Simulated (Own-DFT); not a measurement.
InP (zincblende, strained, atoms displaced) (calculated)

Computed with Own-DFT development build. A calculation, not a measurement: plane-wave PBE density functional theory by an unreviewed code, no spin, of a simulated periodic cell, stress positive in tension, free energy of the whole cell less one offset for each atom, forces on such cells moved up to 12 meV/angstrom on a denser k mesh; offsets are fitted by least squares, one for each functional and potential file, so energies compare only between cells with the same atoms and settings and are not formation energies; the far tail of each file's local potential was reset to the Coulomb form; each entry is a single point on an unrelaxed cell, so the pressure reflects the starting lattice, mostly measured values (interpolated for alloys), from which strain is counted, and rises with the displacements; printed positions are rounded, which can move forces by about a meV/angstrom; the program, named Own-DFT, is a retired in-house code; no spin-orbit coupling; before rounding, a Quantum ESPRESSO 7.3.1 run of the same cell and cutoff gave forces within 1 meV/angstrom rms on each cell, which checks the program and not the settings.

Settings shared by all entries: functional PBE; potential files PseudoDojo norm-conserving, scalar-relativistic, standard set; wave cutoff 36 hartree; occupations Fermi-Dirac; smearing width 0.1 eV; k mesh 3 x 3 x 3 centred on Gamma.

(1) 
```cif
# cell vector a (Å): 11.3066 0.0000 0.0000
# cell vector b (Å): 0.0000 11.3066 0.0000
# cell vector c (Å): 0.0000 0.0000 12.1251
data_InP
_symmetry_space_group_name_H-M 'P 1'
_symmetry_Int_Tables_number 1
_cell_length_a 11.3066
_cell_length_b 11.3066
_cell_length_c 12.1251
_cell_angle_alpha 90.000
_cell_angle_beta 90.000
_cell_angle_gamma 90.000
_cell_volume 1550.06
loop_
_atom_site_label
_atom_site_type_symbol
_atom_site_fract_x
_atom_site_fract_y
_atom_site_fract_z
_atom_site_occupancy
In1 In 0.99840 0.99911 0.99777 1
In2 In 0.99868 0.25387 0.24853 1
In3 In 0.25347 0.00519 0.24878 1
In4 In 0.24317 0.24984 0.99895 1
P1 P 0.12636 0.12605 0.13016 1
P2 P 0.12682 0.37819 0.37635 1
P3 P 0.37551 0.12673 0.37261 1
P4 P 0.37002 0.37612 0.12331 1
In5 In 0.99765 0.99860 0.50249 1
In6 In 0.00325 0.24886 0.75282 1
In7 In 0.25165 0.99833 0.75025 1
In8 In 0.25384 0.25103 0.49991 1
P5 P 0.12507 0.12132 0.62563 1
P6 P 0.12092 0.37605 0.87292 1
P7 P 0.37736 0.12208 0.87758 1
P8 P 0.37413 0.37537 0.62473 1
In9 In 0.99824 0.49767 0.99777 1
In10 In 0.99731 0.75119 0.25164 1
In11 In 0.25582 0.50057 0.25537 1
In12 In 0.24854 0.74747 0.00070 1
P9 P 0.12558 0.62469 0.12819 1
P10 P 0.11891 0.87874 0.37322 1
P11 P 0.37298 0.62505 0.37523 1
P12 P 0.37621 0.87659 0.12317 1
In13 In 0.99893 0.49643 0.50301 1
In14 In 0.00030 0.75498 0.74701 1
In15 In 0.24861 0.49693 0.75024 1
In16 In 0.24842 0.74828 0.49981 1
P13 P 0.12482 0.62268 0.62699 1
P14 P 0.12247 0.87345 0.87316 1
P15 P 0.37183 0.62597 0.86966 1
P16 P 0.37478 0.87075 0.62280 1
In17 In 0.49876 0.00269 0.00181 1
In18 In 0.50318 0.25120 0.25127 1
In19 In 0.75055 0.99657 0.24809 1
In20 In 0.74722 0.25089 0.00330 1
P17 P 0.62257 0.12610 0.12349 1
P18 P 0.62635 0.37075 0.37525 1
P19 P 0.87566 0.11966 0.37272 1
P20 P 0.87789 0.37520 0.12454 1
In21 In 0.50183 0.99830 0.49981 1
In22 In 0.50363 0.24779 0.75092 1
In23 In 0.75405 0.00608 0.74826 1
In24 In 0.75107 0.25158 0.49727 1
P21 P 0.62680 0.12256 0.62929 1
P22 P 0.63319 0.37452 0.87486 1
P23 P 0.87381 0.12659 0.87117 1
P24 P 0.87274 0.37404 0.62555 1
In25 In 0.50181 0.49469 0.00258 1
In26 In 0.50057 0.74841 0.25161 1
In27 In 0.74640 0.49956 0.25045 1
In28 In 0.75031 0.74539 0.99986 1
P25 P 0.62202 0.62503 0.12369 1
P26 P 0.62908 0.87387 0.37354 1
P27 P 0.87488 0.62732 0.37307 1
P28 P 0.87322 0.87843 0.12612 1
In29 In 0.50104 0.50370 0.49648 1
In30 In 0.49596 0.74767 0.74862 1
In31 In 0.74945 0.49653 0.75432 1
In32 In 0.74677 0.75021 0.49895 1
P29 P 0.62305 0.62692 0.62567 1
P30 P 0.62976 0.87650 0.87481 1
P31 P 0.87814 0.62555 0.87413 1
P32 P 0.87404 0.87286 0.62289 1
_calc_free_energy_of_cell_above_offsets '-32.235'  # eV
_calc_pressure 6.58  # GPa
_calc_stress_xx -7.6  # GPa
_calc_stress_yy -7.59  # GPa
_calc_stress_zz -4.55  # GPa
_calc_stress_yz 0.02  # GPa
_calc_stress_xz 0  # GPa
_calc_stress_xy -0.3  # GPa
```

Force:
```
element  x (eV/Å)  y (eV/Å)  z (eV/Å)
     In     0.136     0.334     0.215
     In     0.244    -0.289     0.634
     In    -0.196    -0.778     0.217
     In     0.316    -0.141    -0.103
      P    -0.557    -0.074    -0.781
      P    -0.185    -0.408    -0.023
      P     0.398    -0.099     0.499
      P     0.328    -0.415     0.242
     In     0.108     0.127    -0.114
     In    -0.291    -0.098    -0.741
     In     0.087    -0.078     0.004
     In    -0.489    -0.266     0.058
      P     0.203      0.43    -0.128
      P     0.448    -0.051     0.279
      P    -0.503     0.603    -0.352
      P     0.621         0     0.121
     In     0.295     0.532     0.403
     In     0.191     0.082    -0.471
     In    -0.655    -0.102    -0.701
     In     0.014     0.131    -0.063
      P    -0.174    -0.276    -0.081
      P     0.922    -0.131     0.125
      P     0.455     0.443      0.18
      P    -0.159    -0.352     0.332
     In    -0.103     0.471    -0.263
     In     -0.07    -0.536     0.008
     In     0.066     0.107    -0.105
     In     -0.56     0.267    -0.201
      P    -0.135     0.152    -0.194
      P     0.419     0.191     0.359
      P     0.287    -0.538     0.919
      P    -0.053     0.465     -0.04
     In     0.483    -0.616    -0.313
     In    -0.523     0.036    -0.535
     In    -0.334     0.598    -0.008
     In     0.626    -0.291    -0.102
      P     0.283    -0.132     0.491
      P    -0.221     0.676     0.041
      P    -0.055     0.641     0.118
      P    -0.634     0.193     0.015
     In    -0.082     0.116    -0.042
     In    -0.354     0.299     0.118
     In     -0.06    -1.027     0.135
     In     0.192    -0.752     0.366
      P    -0.192     0.398    -1.049
      P    -1.161    -0.262     0.351
      P     0.186     0.251     0.935
      P     0.161    -0.206     0.222
     In    -0.357     0.357    -0.733
     In    -0.195     0.309    -0.179
     In      0.35     0.115    -0.135
     In     0.111     0.452    -0.011
      P     0.166     -0.15     0.211
      P    -0.592     0.169    -0.004
      P    -0.206    -0.588     0.464
      P      0.24    -0.688    -0.589
     In     0.038    -0.387     0.403
     In     0.574     0.548     0.363
     In     0.378     0.853    -0.792
     In     0.329    -0.324     0.164
      P     0.359    -0.478     0.055
      P    -0.458    -0.075    -0.146
      P    -0.109     0.063    -0.187
      P     -0.35     0.202     0.142
```

(2) 
```cif
# cell vector a (Å): 11.3066 0.0000 0.0000
# cell vector b (Å): 0.0000 11.3066 0.0000
# cell vector c (Å): 0.0000 0.0000 12.1251
data_InP
_symmetry_space_group_name_H-M 'P 1'
_symmetry_Int_Tables_number 1
_cell_length_a 11.3066
_cell_length_b 11.3066
_cell_length_c 12.1251
_cell_angle_alpha 90.000
_cell_angle_beta 90.000
_cell_angle_gamma 90.000
_cell_volume 1550.06
loop_
_atom_site_label
_atom_site_type_symbol
_atom_site_fract_x
_atom_site_fract_y
_atom_site_fract_z
_atom_site_occupancy
In1 In 0.99878 0.00560 0.00005 1
In2 In 0.99840 0.25162 0.24941 1
In3 In 0.24997 0.00023 0.25018 1
In4 In 0.25407 0.25237 0.00263 1
P1 P 0.12579 0.12410 0.12682 1
P2 P 0.12520 0.37385 0.37378 1
P3 P 0.37297 0.12056 0.37288 1
P4 P 0.37636 0.36832 0.12335 1
In5 In 0.99933 0.00461 0.49619 1
In6 In 0.00004 0.24671 0.74712 1
In7 In 0.25073 0.00264 0.74987 1
In8 In 0.25328 0.25146 0.50158 1
P5 P 0.12439 0.12432 0.62745 1
P6 P 0.12579 0.37628 0.87983 1
P7 P 0.38068 0.12560 0.87452 1
P8 P 0.37950 0.37873 0.62239 1
In9 In 0.99759 0.50162 0.00191 1
In10 In 0.99745 0.75237 0.24856 1
In11 In 0.24802 0.49389 0.25025 1
In12 In 0.24828 0.75196 0.00071 1
P9 P 0.12320 0.62875 0.12639 1
P10 P 0.12578 0.87404 0.37455 1
P11 P 0.37228 0.62212 0.37587 1
P12 P 0.37639 0.87550 0.12545 1
In13 In 0.00194 0.49941 0.50014 1
In14 In 0.00277 0.75591 0.74835 1
In15 In 0.25279 0.50391 0.75337 1
In16 In 0.25273 0.74977 0.49835 1
P13 P 0.12410 0.62369 0.62317 1
P14 P 0.12281 0.87237 0.87761 1
P15 P 0.37710 0.62463 0.87674 1
P16 P 0.37514 0.86961 0.62744 1
In17 In 0.49707 0.99626 0.00214 1
In18 In 0.49753 0.25002 0.24998 1
In19 In 0.75084 0.99694 0.24726 1
In20 In 0.74718 0.25099 0.00198 1
P17 P 0.62585 0.12608 0.12852 1
P18 P 0.62466 0.37827 0.37442 1
P19 P 0.87717 0.12543 0.37487 1
P20 P 0.87594 0.37488 0.12617 1
In21 In 0.50184 0.99883 0.50228 1
In22 In 0.49506 0.24928 0.75476 1
In23 In 0.75083 0.00302 0.74813 1
In24 In 0.75487 0.24958 0.49937 1
P21 P 0.62150 0.12249 0.62660 1
P22 P 0.62952 0.37614 0.87520 1
P23 P 0.88045 0.12882 0.87570 1
P24 P 0.87239 0.37569 0.62200 1
In25 In 0.49995 0.49756 0.99655 1
In26 In 0.50284 0.74728 0.24878 1
In27 In 0.74877 0.50249 0.24638 1
In28 In 0.74678 0.74950 0.99838 1
P25 P 0.62575 0.62442 0.12134 1
P26 P 0.62259 0.87728 0.37473 1
P27 P 0.87497 0.62599 0.37344 1
P28 P 0.87589 0.87447 0.12555 1
In29 In 0.49906 0.50207 0.49964 1
In30 In 0.50233 0.75040 0.75005 1
In31 In 0.74992 0.49955 0.75056 1
In32 In 0.75030 0.74631 0.50203 1
P29 P 0.62269 0.62641 0.62164 1
P30 P 0.62785 0.87854 0.88114 1
P31 P 0.87862 0.62425 0.87800 1
P32 P 0.87529 0.87256 0.62865 1
_calc_free_energy_of_cell_above_offsets '-32.278'  # eV
_calc_pressure 6.58  # GPa
_calc_stress_xx -7.6  # GPa
_calc_stress_yy -7.58  # GPa
_calc_stress_zz -4.55  # GPa
_calc_stress_yz 0.26  # GPa
_calc_stress_xz -0.26  # GPa
_calc_stress_xy 0.21  # GPa
```

Force:
```
element  x (eV/Å)  y (eV/Å)  z (eV/Å)
     In     0.207    -0.532     0.205
     In     0.253    -0.202     0.013
     In    -0.184    -0.357    -0.144
     In    -0.621    -0.724    -0.592
      P     0.035     0.298    -0.187
      P     -0.13     -0.27     0.422
      P     0.351     0.422     0.614
      P     0.243     1.109     0.338
     In     0.223    -0.728     0.566
     In     0.145     0.962     0.268
     In     0.036    -0.491     0.337
     In    -0.138    -0.224    -0.118
      P     0.298     0.037    -0.627
      P    -0.063    -0.162    -0.588
      P    -0.921    -0.443     0.633
      P    -0.432    -0.301     0.733
     In     0.416     -0.14     0.205
     In     0.238     -0.09     0.392
     In       0.2     0.504    -0.497
     In     0.275    -0.239     0.108
      P     0.307    -0.507     0.058
      P    -0.116     0.099     0.113
      P     0.242     0.107    -0.624
      P    -0.332    -0.354     0.271
     In    -0.242      0.04    -0.308
     In    -0.025    -0.883     0.237
     In    -0.367    -0.417    -0.355
     In    -0.383    -0.052     0.167
      P     0.294     0.261     0.335
      P     0.321     0.808    -0.133
      P     -0.02     0.497     0.044
      P    -0.105      0.61    -0.153
     In     0.452     0.583     0.111
     In     0.362     -0.14     0.545
     In    -0.008     0.207     0.428
     In     0.391     -0.21    -0.009
      P    -0.246    -0.218     -0.39
      P     0.095    -0.342     0.004
      P    -0.477    -0.036    -0.471
      P    -0.259      0.06    -0.137
     In    -0.534    -0.116     -0.12
     In     0.804     0.619    -0.763
     In     0.125    -0.116      0.52
     In    -0.891    -0.147    -0.103
      P     0.305     0.762    -0.088
      P    -0.474    -0.309    -0.188
      P    -0.939    -0.062    -0.068
      P     0.437     0.034     0.494
     In     0.026    -0.077     0.422
     In    -0.279    -0.033     0.238
     In      0.13    -0.165     0.333
     In     0.681    -0.049     0.153
      P    -0.353    -0.127      0.07
      P     0.455    -0.443     0.081
      P     0.034    -0.195     0.118
      P    -0.175      0.11    -0.616
     In      0.27    -0.032    -0.347
     In     0.271     0.072     0.528
     In       0.2     0.502    -0.227
     In     0.084      0.55    -0.445
      P     0.226    -0.306     0.688
      P    -0.227    -0.012     -0.97
      P    -0.365     0.404    -0.725
      P    -0.126     0.593    -0.803
```

(3) 
```cif
# cell vector a (Å): 11.3066 0.0000 0.0000
# cell vector b (Å): 0.0000 11.3066 0.0000
# cell vector c (Å): 0.0000 0.0000 12.1251
data_InP
_symmetry_space_group_name_H-M 'P 1'
_symmetry_Int_Tables_number 1
_cell_length_a 11.3066
_cell_length_b 11.3066
_cell_length_c 12.1251
_cell_angle_alpha 90.000
_cell_angle_beta 90.000
_cell_angle_gamma 90.000
_cell_volume 1550.06
loop_
_atom_site_label
_atom_site_type_symbol
_atom_site_fract_x
_atom_site_fract_y
_atom_site_fract_z
_atom_site_occupancy
In1 In 0.00113 0.00279 0.00139 1
In2 In 0.99889 0.25273 0.24938 1
In3 In 0.25219 0.00004 0.25125 1
In4 In 0.24564 0.24935 0.00278 1
P1 P 0.12448 0.12570 0.12303 1
P2 P 0.12689 0.37405 0.37220 1
P3 P 0.37609 0.12071 0.37536 1
P4 P 0.37625 0.37612 0.12320 1
In5 In 0.99856 0.00050 0.50478 1
In6 In 0.00043 0.25115 0.75007 1
In7 In 0.24957 0.99990 0.75090 1
In8 In 0.25134 0.25007 0.49993 1
P5 P 0.12253 0.12619 0.62370 1
P6 P 0.12323 0.37119 0.87524 1
P7 P 0.37772 0.12860 0.87005 1
P8 P 0.37709 0.37459 0.62593 1
In9 In 0.99920 0.49771 0.00274 1
In10 In 0.99951 0.75274 0.25403 1
In11 In 0.25424 0.49980 0.24889 1
In12 In 0.24822 0.74868 0.99901 1
P9 P 0.12193 0.61844 0.12590 1
P10 P 0.12636 0.87704 0.37260 1
P11 P 0.37946 0.62314 0.37780 1
P12 P 0.37705 0.87487 0.11945 1
In13 In 0.99910 0.49638 0.49883 1
In14 In 0.99888 0.74935 0.75436 1
In15 In 0.24732 0.50263 0.74999 1
In16 In 0.25561 0.74923 0.50081 1
P13 P 0.13049 0.62691 0.62464 1
P14 P 0.12754 0.87631 0.87866 1
P15 P 0.37184 0.62376 0.87780 1
P16 P 0.37651 0.87358 0.62772 1
In17 In 0.49571 0.00005 0.99960 1
In18 In 0.49922 0.25189 0.24975 1
In19 In 0.75235 0.99973 0.25539 1
In20 In 0.74635 0.25247 0.00056 1
P17 P 0.62566 0.12267 0.12694 1
P18 P 0.62140 0.37429 0.37256 1
P19 P 0.87130 0.12416 0.38101 1
P20 P 0.87390 0.37205 0.12549 1
In21 In 0.50103 0.00513 0.49882 1
In22 In 0.50209 0.24705 0.74929 1
In23 In 0.74634 0.00125 0.75120 1
In24 In 0.74958 0.25499 0.50247 1
P21 P 0.62399 0.12799 0.62562 1
P22 P 0.62785 0.37412 0.87772 1
P23 P 0.87268 0.12145 0.87674 1
P24 P 0.87988 0.37184 0.62799 1
In25 In 0.49977 0.49840 0.99987 1
In26 In 0.50076 0.74839 0.24741 1
In27 In 0.75130 0.49805 0.24775 1
In28 In 0.74833 0.75024 0.00268 1
P25 P 0.62490 0.62858 0.12039 1
P26 P 0.62961 0.87640 0.37526 1
P27 P 0.87461 0.62142 0.37531 1
P28 P 0.87263 0.87496 0.12961 1
In29 In 0.50590 0.50107 0.49832 1
In30 In 0.49413 0.74756 0.74747 1
In31 In 0.74874 0.49708 0.74669 1
In32 In 0.74874 0.74708 0.50501 1
P29 P 0.62288 0.62353 0.62385 1
P30 P 0.62329 0.87443 0.87641 1
P31 P 0.87539 0.62487 0.87835 1
P32 P 0.87506 0.87341 0.62392 1
_calc_free_energy_of_cell_above_offsets '-32.320'  # eV
_calc_pressure 6.57  # GPa
_calc_stress_xx -7.6  # GPa
_calc_stress_yy -7.59  # GPa
_calc_stress_zz -4.51  # GPa
_calc_stress_yz 0.26  # GPa
_calc_stress_xz -0.31  # GPa
_calc_stress_xy -0.17  # GPa
```

Force:
```
element  x (eV/Å)  y (eV/Å)  z (eV/Å)
     In    -0.394    -0.532      0.07
     In    -0.072    -0.645      0.39
     In    -0.038    -0.132    -0.667
     In     0.668     0.061     -0.54
      P     0.028    -0.146     0.834
      P     0.109      0.06     0.214
      P    -0.172     0.757    -0.188
      P    -0.146    -0.325     0.081
     In     0.156    -0.206    -0.574
     In     -0.05    -0.775      0.53
     In    -0.051     0.153     -0.16
     In     0.038     -0.02    -0.027
      P     0.456     -0.05     0.306
      P     0.146     0.529     0.045
      P    -0.619    -0.238     0.819
      P    -0.007     0.277    -0.092
     In      -0.1    -0.206    -0.422
     In     0.044    -0.473    -0.336
     In    -0.112     0.148     0.222
     In     -0.17    -0.218      0.57
      P     0.306     0.848     0.266
      P      0.05    -0.103     0.781
      P    -0.213     0.216    -0.541
      P    -0.554    -0.262     0.811
     In     0.474     0.299     0.185
     In     0.287     0.109    -0.286
     In     0.245    -0.561     0.169
     In    -0.291     0.322    -0.352
      P    -0.938    -0.029    -0.162
      P    -0.399     0.048    -0.331
      P     0.291    -0.145    -0.297
      P    -0.104      0.71     -0.59
     In     0.506      0.46    -0.329
     In    -0.135    -0.548    -0.226
     In    -0.086      0.29    -0.432
     In     0.346    -0.732     0.228
      P    -0.133     0.047    -0.038
      P     0.642     0.111     0.141
      P     0.558     0.478    -0.332
      P     -0.07     0.114    -0.175
     In     0.247    -0.774     0.327
     In     0.049     0.767     0.103
     In      0.15    -0.346    -0.177
     In    -0.132    -0.107    -0.168
      P     0.374     -0.23    -0.256
      P    -0.484     0.242     -0.65
      P     0.108     0.545    -0.148
      P    -0.472     0.491    -0.379
     In     0.144     0.235      -0.2
     In     0.041      0.39     0.344
     In    -0.367     0.295     -0.01
     In      0.42     0.445    -0.474
      P    -0.095    -0.836     0.636
      P    -0.667    -0.535      0.34
      P    -0.169     0.253     0.151
      P     0.377     0.124    -0.451
     In    -0.516    -0.497     0.242
     In     0.543    -0.126     0.759
     In      0.26     0.293     0.433
     In     0.204     0.136    -0.648
      P     0.115     0.034     0.567
      P    -0.171    -0.225    -0.318
      P    -0.328    -0.269    -0.229
      P    -0.131     0.002     0.643
```

(4) 
```cif
# cell vector a (Å): 11.3066 0.0000 0.0000
# cell vector b (Å): 0.0000 11.3066 0.0000
# cell vector c (Å): 0.0000 0.0000 12.1251
data_InP
_symmetry_space_group_name_H-M 'P 1'
_symmetry_Int_Tables_number 1
_cell_length_a 11.3066
_cell_length_b 11.3066
_cell_length_c 12.1251
_cell_angle_alpha 90.000
_cell_angle_beta 90.000
_cell_angle_gamma 90.000
_cell_volume 1550.06
loop_
_atom_site_label
_atom_site_type_symbol
_atom_site_fract_x
_atom_site_fract_y
_atom_site_fract_z
_atom_site_occupancy
In1 In 0.00341 0.00158 0.00142 1
In2 In 0.99786 0.24916 0.24902 1
In3 In 0.25150 0.00043 0.24676 1
In4 In 0.24863 0.24889 0.99730 1
P1 P 0.12454 0.12712 0.12679 1
P2 P 0.12533 0.37526 0.37565 1
P3 P 0.37651 0.12457 0.37405 1
P4 P 0.37455 0.37507 0.12796 1
In5 In 0.00156 0.00625 0.49839 1
In6 In 0.99807 0.24880 0.74767 1
In7 In 0.25059 0.00080 0.75347 1
In8 In 0.25099 0.25075 0.49980 1
P5 P 0.12673 0.12490 0.62279 1
P6 P 0.12721 0.36933 0.87374 1
P7 P 0.37840 0.13183 0.87382 1
P8 P 0.37647 0.37627 0.62439 1
In9 In 0.00001 0.49919 0.99584 1
In10 In 0.00093 0.74737 0.25168 1
In11 In 0.25449 0.49583 0.25358 1
In12 In 0.25386 0.74875 0.99936 1
P9 P 0.12560 0.62425 0.12159 1
P10 P 0.12658 0.87829 0.37462 1
P11 P 0.37284 0.62188 0.37939 1
P12 P 0.37645 0.87083 0.12360 1
In13 In 0.99989 0.49698 0.50461 1
In14 In 0.00233 0.75001 0.75079 1
In15 In 0.24890 0.49826 0.75204 1
In16 In 0.25001 0.75165 0.50001 1
P13 P 0.12864 0.62314 0.61960 1
P14 P 0.12223 0.87788 0.87246 1
P15 P 0.38050 0.62487 0.87375 1
P16 P 0.37324 0.87902 0.62481 1
In17 In 0.50005 0.00105 0.00133 1
In18 In 0.49848 0.25069 0.25291 1
In19 In 0.74743 0.99973 0.24840 1
In20 In 0.74942 0.25323 0.00064 1
P17 P 0.62877 0.12487 0.12524 1
P18 P 0.62320 0.37898 0.37619 1
P19 P 0.87181 0.12441 0.37416 1
P20 P 0.87667 0.37528 0.12623 1
In21 In 0.50286 0.00194 0.50261 1
In22 In 0.49973 0.25013 0.75218 1
In23 In 0.74964 0.00067 0.75087 1
In24 In 0.75435 0.25032 0.50349 1
P21 P 0.62868 0.12478 0.62455 1
P22 P 0.62505 0.37968 0.87336 1
P23 P 0.87688 0.12098 0.87563 1
P24 P 0.87454 0.37588 0.62592 1
In25 In 0.50340 0.49897 0.00054 1
In26 In 0.50178 0.74715 0.25010 1
In27 In 0.75308 0.49889 0.25014 1
In28 In 0.75230 0.75153 0.99791 1
P25 P 0.61959 0.62766 0.12200 1
P26 P 0.62467 0.87271 0.37412 1
P27 P 0.87283 0.62570 0.37368 1
P28 P 0.87496 0.87529 0.13550 1
In29 In 0.49805 0.49286 0.50033 1
In30 In 0.50458 0.75306 0.75125 1
In31 In 0.74965 0.49476 0.74961 1
In32 In 0.75216 0.74913 0.49972 1
P29 P 0.62151 0.62611 0.62464 1
P30 P 0.62581 0.87094 0.87354 1
P31 P 0.87278 0.62419 0.87451 1
P32 P 0.87301 0.87575 0.62412 1
_calc_free_energy_of_cell_above_offsets '-32.306'  # eV
_calc_pressure 6.55  # GPa
_calc_stress_xx -7.58  # GPa
_calc_stress_yy -7.56  # GPa
_calc_stress_zz -4.5  # GPa
_calc_stress_yz -0.25  # GPa
_calc_stress_xz 0.23  # GPa
_calc_stress_xy -0.27  # GPa
```

Force:
```
element  x (eV/Å)  y (eV/Å)  z (eV/Å)
     In    -0.422    -0.411     0.452
     In     0.124     0.101     0.479
     In     0.143    -0.157     0.111
     In     0.315     0.084      0.74
      P     0.236    -0.043    -0.259
      P    -0.355    -0.224    -0.026
      P    -0.143    -0.175      0.25
      P     0.166    -0.281    -0.722
     In    -0.268    -0.593     0.067
     In     0.181     -0.29     0.121
     In     0.076     0.284    -0.247
     In     0.113    -0.043    -0.085
      P     0.078     0.164     0.427
      P    -0.546      0.42    -0.161
      P     -0.31    -0.931     0.438
      P    -0.362    -0.498     0.517
     In     0.145    -0.049     0.184
     In     0.439    -0.031     0.048
     In     -0.58     0.589    -0.316
     In    -0.388    -0.015    -0.438
      P     0.153    -0.239     0.414
      P    -0.116    -0.173    -0.059
      P      0.38     0.364    -0.318
      P     0.029     0.456     0.207
     In    -0.081     0.368    -0.805
     In    -0.253    -0.258    -0.573
     In      0.27     0.307    -0.161
     In     0.127     0.257     -0.17
      P    -0.276     0.167     0.898
      P     0.489    -0.357     0.593
      P    -0.402    -0.124    -0.052
      P     0.279    -0.283     0.268
     In     0.146    -0.115    -0.216
     In     0.418    -0.068     -0.28
     In    -0.142     -0.01     0.569
     In     0.187    -0.186    -0.315
      P     -0.58     0.375    -0.074
      P     0.666    -0.665     -0.15
      P     0.068     0.181    -0.056
      P    -0.023     0.115    -0.387
     In    -0.124     -0.23     -0.41
     In     0.494     0.341    -0.751
     In     0.052    -0.272     0.022
     In     -0.47     0.129    -0.638
      P    -0.267     0.334     0.368
      P    -0.026    -0.753     0.313
      P    -0.255     0.564     0.115
      P     0.128     -0.15     0.152
     In    -0.585    -0.035     0.118
     In    -0.472    -0.044     0.468
     In    -0.626     0.341    -0.296
     In     0.087     0.077     0.723
      P     1.081      -0.3     0.234
      P    -0.063     0.241     0.228
      P     0.502    -0.417     0.439
      P     0.264    -0.119    -1.399
     In     0.202     0.931     0.144
     In    -0.679    -0.207    -0.618
     In    -0.142     0.983     -0.32
     In     -0.35    -0.001     0.126
      P     0.382    -0.409    -0.151
      P     0.116     0.948      0.49
      P     0.253    -0.062    -0.282
      P     0.518     0.098     0.012
```
